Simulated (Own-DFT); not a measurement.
# What a change of functional does to the pressure

These are calculations, not measurements. They come from Own-DFT, an in-house plane-wave density functional program, since retired, whose code no person has reviewed. Each row is one single-point run on a periodic cell that was not relaxed, without spin or spin-orbit coupling.

Known limits, some of them of some rows only: forces on such cells failed a check on a denser k mesh; forces on such cells moved up to 12 meV/angstrom on a denser k mesh; forces on such cells passed a denser k mesh, each cell not checked; stress not checked against mesh or cutoff.

Each cell was run twice at the same cutoff, k mesh and smearing, with PBE and with PBEsol, on PseudoDojo norm-conserving files made for PBE. Atoms were moved at random from their sites; u is the rms move along one axis. Files made for PBEsol would give a somewhat different change.

| cell | atoms | volume (Å³/atom) | u (Å) | cutoff (hartree) | P with PBE (GPa) | P with PBEsol (GPa) | change (GPa) |
|---|---|---|---|---|---|---|---|
| C40 NbSi2 with two Nb vacancies (Nb10Si24) | 34 | 15.50 | 0.088 | 42 | 3.84 | 0.57 | -3.28 |
| C40 NbSi2 with two Nb vacancies (Nb10Si24) | 34 | 15.50 | 0.044 | 42 | 0.71 | -2.55 | -3.27 |
| C40 NbSi2 with two Nb vacancies (Nb10Si24) | 34 | 15.50 | 0.029 | 42 | 0.18 | -3.08 | -3.26 |
| D0_22 TiAl3 (Al30Ti10) | 40 | 15.37 | 0.050 | 42 | 4.85 | 2.90 | -1.95 |
| D0_22 TiAl3 (Al30Ti10) | 40 | 15.63 | 0.141 | 42 | 8.05 | 6.15 | -1.91 |
| D0_22 TiAl3 (Al30Ti10) | 40 | 15.63 | 0.052 | 42 | 2.80 | 0.90 | -1.91 |
| diamond-structure SiGe in ordered layers (Ge8Si56) | 64 | 20.34 | 0.061 | 42 | 2.95 | 1.44 | -1.51 |
| diamond-structure SiGe in ordered layers (Ge8Si56) | 64 | 20.34 | 0.030 | 42 | 2.23 | 0.72 | -1.51 |
| diamond-structure SiGe in ordered layers (Ge8Si56) | 64 | 20.34 | 0.028 | 42 | 2.18 | 0.68 | -1.50 |
| diamond-structure SiGeSn with randomly placed atoms (Ge44Si16Sn4) | 64 | 22.58 | 0.084 | 49 | 5.70 | 3.01 | -2.69 |
| diamond-structure SiGeSn with randomly placed atoms (Ge44Si16Sn4) | 64 | 22.58 | 0.031 | 49 | 3.95 | 1.28 | -2.67 |
| diamond-structure SiGeSn with randomly placed atoms (Ge44Si16Sn4) | 64 | 22.58 | 0.078 | 49 | 4.99 | ? | ? |

## Worked reading

Mean change of pressure by composition, in GPa: Nb5Si12, -3.27; Ge11Si4Sn, -2.68; Al3Ti, -1.92; GeSi7, -1.51. At a fixed cell PBEsol gives the lower pressure, because it favours a smaller volume than PBE. Here the change varies more between materials than between cells of one material.

## Withheld value

Question: what PBEsol pressure should the Ge44Si16Sn4 cell with the blank give?

Adding the mean change of the cells with its composition, -2.68 GPa, to 4.99 gives 2.3 GPa. The calculation gave 2.30 GPa.
